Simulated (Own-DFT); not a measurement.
# Strain and stress in bcc W, 16 atoms (W16)

Calculated results; nothing here was measured. They come from Own-DFT, an in-house plane-wave density functional program, since retired, whose code no person has reviewed. Each row is one single-point run on a periodic cell that was not relaxed, without spin or spin-orbit coupling.

Settings of every run: PBE; PseudoDojo norm-conserving scalar-relativistic files; cutoff 50 hartree; 5 x 5 x 5 k mesh centred on Gamma; cold (Marzari-Vanderbilt) smearing of 0.2 eV.

Known limits: forces on such cells failed a check on a denser k mesh; stress not checked against mesh or cutoff.

Unstrained cell vectors in Å: (6.330, 0.000, 0.000); (0.000, 6.330, 0.000); (0.000, 0.000, 6.330). The unstrained cell has measured lattice constants (interpolated for alloys), not those of this functional. That, the random moves and any unrelaxed bonds set the pressure at no strain. Each run strains this cell uniformly, with the atoms carried along. Every atom was also moved at random, by a Gaussian of width 0.05 Å on each axis. Strain is the symmetric tensor, in per cent. Stress is positive in tension, and the pressure is minus a third of its trace.

```
run  e_xx (%)  e_yy (%)  e_zz (%)  e_yz (%)  e_xz (%)  e_xy (%)  s_xx (GPa)  s_yy (GPa)  s_zz (GPa)  s_yz (GPa)  s_xz (GPa)  s_xy (GPa)  P (GPa)  E (meV/atom)
  1     -1.42      0.65      0.91     -0.07      0.79     -1.09      -12.47       -5.35       -4.24        0.25        2.71       -3.56     7.36          21.3
  2     -1.78     -1.37     -0.10      1.83     -0.03      1.00      -21.47      -19.84      -15.48        6.47       -0.71        3.64    18.93          52.8
  3     -1.53      1.64      0.83     -1.89     -1.59     -0.16      -11.94       -1.61       -3.96       -5.95       -4.54       -1.25     5.84          58.5
  4     -0.25      0.80      1.99     -1.66     -0.39      0.69       -3.20        0.23        2.74       -4.49       -0.50        1.99     0.08          30.6
  5      0.97     -1.56     -0.73      0.05      0.61      0.68       -7.44      -16.04      -12.94        0.34        1.87        2.09    12.14          36.5
  6      0.59     -0.54      0.47     -0.56     -0.18      1.82       -5.76       -8.85       -6.07       -1.93       -0.38        5.53     6.89          56.4
  7     -1.86      0.20     -1.63     -1.76      0.38      1.82      -24.07      -16.29      -22.11       -6.39        2.36        6.41    20.82         111.8
  8      0.23     -0.90     -1.27      1.98      1.96     -1.87      -12.43      -16.19      -17.03        7.35        7.19       -7.17    15.22          75.2
  9     -1.14      0.77      0.53      0.44     -1.73     -1.14      -11.21       -4.59       -5.27        0.90       -5.02       -3.22     7.03          20.1
 10      1.73     -0.17      1.67      1.78      0.55      1.24        3.48       -1.92        3.95        4.82        1.09        3.04    -1.84          32.9
 11     -0.42     -1.89      1.14     -0.74     -0.60      0.38      -12.36      -17.07       -7.75       -2.23       -1.99        0.87    12.39          63.1
 12     -1.84      0.37      1.92     -1.70     -1.00      1.84      -13.34       -6.64       -2.08       -5.18       -2.21        5.39     7.35          63.4
 13      0.68      1.26      1.64     -1.78     -0.28     -0.11        2.23        4.18        4.94       -4.95       -0.62       -0.57    -3.78           0.0
 14     -0.79     -1.18      1.10     -1.18     -0.77      1.89      -12.13      -13.41       -6.61       -3.74       -2.10        5.51    10.72          40.1
 15      1.55     -0.07      1.51      1.01     -1.44     -1.24           ?           ?           ?           ?           ?           ?        ?             ?
```

E is the free energy for each atom above the lowest run shown.

## Worked fit

Each stress component was fitted by least squares to a constant and the strains of the runs shown, as fractions, with shears doubled. Shear strains stay in the fit of a normal stress only where such slopes are resolved. The slopes, in GPa:

| stress | at no strain | per e_xx | per e_yy | per e_zz | scatter |
|---|---|---|---|---|---|
| s_xx | -8.8 | 548 ± 19 | 198 ± 22 | 263 ± 21 | 0.78 |
| s_yy | -8.5 | 226 ± 15 | 534 ± 17 | 249 ± 16 | 0.61 |
| s_zz | -8.4 | 226 ± 19 | 217 ± 21 | 542 ± 20 | 0.77 |

Each shear stress against twice its own strain: yz 151 ± 8, xz 166 ± 10, xy 164 ± 8 GPa. These are stiffnesses along x, y and z of the frame in which the cell vectors are given, which need not be the crystal's axes. The atoms are held to the strained lattice; where symmetry lets them move under strain, relaxing them would lower some slopes. The table should be nearly symmetric about its diagonal, and what it lacks of that shows the noise. A ninth of its sum, 334 ± 8 GPa, estimates the bulk modulus near the mean pressure of these runs, 8.5 GPa, so it lies above the value at zero pressure.

## Withheld run

Question: what normal stresses and pressure should run 15 give?

The fit gives s_xx = 3.5, s_yy = -1.6, s_zz = 3.1 and P = -1.6 GPa. The calculation gave 2.51, -1.89, 2.87 and P = -1.17 GPa.
